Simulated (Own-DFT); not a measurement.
# Strain and stress in diamond silicon, 64 atoms (Si64)

Calculated results; nothing here was measured. The program, named Own-DFT, is a retired in-house plane-wave density functional code that no person has reviewed. Each row is one single-point run on a periodic cell that was not relaxed, without spin or spin-orbit coupling.

Settings of every run: PBE; PseudoDojo norm-conserving scalar-relativistic files; cutoff 20 hartree; 3 x 3 x 3 k mesh centred on Gamma; Fermi-Dirac smearing of 0.1 eV.

Known limits: k mesh not checked against a denser one; stress not checked against mesh or cutoff.

Unstrained cell vectors in Å: (10.862, 0.000, 0.000); (0.000, 10.862, 0.000); (0.000, 0.000, 10.862). The unstrained cell has measured lattice constants (interpolated for alloys), not those of this functional. That, the random moves and any unrelaxed bonds set the pressure at no strain. Each run strains this cell uniformly, with the atoms carried along. Every atom was also moved at random, by a Gaussian of width 0.05 Å on each axis. Strain is the symmetric tensor, in per cent. Stress is positive in tension, and the pressure is minus a third of its trace.

```
run,e_xx (%),e_yy (%),e_zz (%),e_yz (%),e_xz (%),e_xy (%),s_xx (GPa),s_yy (GPa),s_zz (GPa),s_yz (GPa),s_xz (GPa),s_xy (GPa),P (GPa),E (meV/atom)
1,-1.37,1.40,0.30,1.62,1.82,0.15,-3.76,-1.45,-2.53,2.86,3.87,-0.08,2.58,30.0
2,-1.05,1.64,0.19,-0.13,-0.91,-0.11,-3.09,-0.47,-1.99,-0.39,-2.67,-0.44,1.85,6.9
3,1.37,1.89,-1.97,-1.12,-0.41,1.39,-0.32,0.09,-3.26,-2.14,-0.08,2.19,1.16,5.9
4,0.59,1.61,-0.37,0.88,-0.53,-1.62,-0.76,0.24,-1.68,0.79,-0.23,-3.08,0.73,0.0
5,-0.05,1.28,-1.31,0.74,-1.58,1.09,-2.92,-1.54,-3.94,2.12,-4.03,1.75,2.80,18.9
6,1.00,-1.40,-0.65,1.91,1.27,0.73,-2.76,-4.76,-4.21,4.52,2.47,2.17,3.91,28.5
7,-0.62,1.44,-1.07,1.21,-0.98,1.82,-3.60,-1.52,-3.86,3.10,-1.73,3.50,2.99,20.4
8,-1.63,-1.40,0.55,-1.57,1.66,-1.80,-6.31,-6.22,-4.07,-3.24,3.51,-4.60,5.54,43.8
9,-0.12,0.51,-1.44,-1.95,-1.23,0.48,-3.59,-2.92,-4.75,-3.80,-2.90,0.89,3.75,24.0
10,-0.04,-1.40,0.47,-0.39,-0.25,1.33,-3.58,-4.49,-3.08,0.29,-1.34,2.76,3.72,31.0
11,-1.59,1.17,1.76,0.65,1.64,1.96,-3.38,-0.95,-0.41,1.39,3.76,3.26,1.58,26.3
12,1.36,1.86,0.62,0.36,0.53,-1.49,0.81,1.28,0.17,1.09,0.95,-3.46,-0.75,10.8
13,-1.15,0.59,-1.90,1.70,-1.95,-1.35,-5.98,-4.45,-6.49,4.52,-4.31,-2.33,5.64,53.1
14,-0.31,-0.59,-1.81,1.33,-0.08,-0.85,-4.95,-5.28,-6.24,3.21,0.55,-1.22,5.49,34.3
15,-1.44,0.56,0.13,-1.99,-1.76,1.25,-4.51,-3.00,-3.47,-3.23,-3.36,2.43,3.66,39.9
16,-1.12,1.35,-1.12,-0.18,-0.51,0.17,-4.20,-1.89,-4.15,-0.25,-0.81,0.82,3.41,13.7
17,0.25,0.43,-1.60,1.92,0.13,0.49,-3.22,-3.18,-4.85,4.52,0.38,0.74,3.75,26.0
18,0.34,1.05,-0.92,0.28,1.19,-1.64,?,?,?,?,?,?,?,?
```

E is the free energy for each atom above the lowest run shown.

## Worked fit

Each stress component was fitted by least squares to a constant and the strains of the runs shown, as fractions, with shears doubled. Shear strains stay in the fit of a normal stress only where such slopes are resolved. The slopes, in GPa:

| stress | at no strain | per e_xx | per e_yy | per e_zz | scatter |
|---|---|---|---|---|---|
| s_xx | -2.9 | 161 ± 5 | 77 ± 4 | 67 ± 5 | 0.20 |
| s_yy | -2.8 | 77 ± 7 | 165 ± 6 | 67 ± 6 | 0.26 |
| s_zz | -2.8 | 73 ± 5 | 73 ± 4 | 152 ± 4 | 0.18 |

Each shear stress against twice its own strain: yz 107 ± 4, xz 117 ± 8, xy 100 ± 4 GPa. These are stiffnesses along x, y and z of the frame in which the cell vectors are given, which need not be the crystal's axes. The atoms are held to the strained lattice; where symmetry lets them move under strain, relaxing them would lower some slopes. The table should be nearly symmetric about its diagonal, and what it lacks of that shows the noise. A ninth of its sum, 101 ± 3 GPa, estimates the bulk modulus near the mean pressure of these runs, 3.0 GPa, so it lies above the value at zero pressure.

## Withheld run

Question: what normal stresses and pressure should run 18 give?

The fit gives s_xx = -2.1, s_yy = -1.4, s_zz = -3.2 and P = 2.3 GPa. The calculation gave -2.55, -1.58, -3.38 and P = 2.50 GPa.
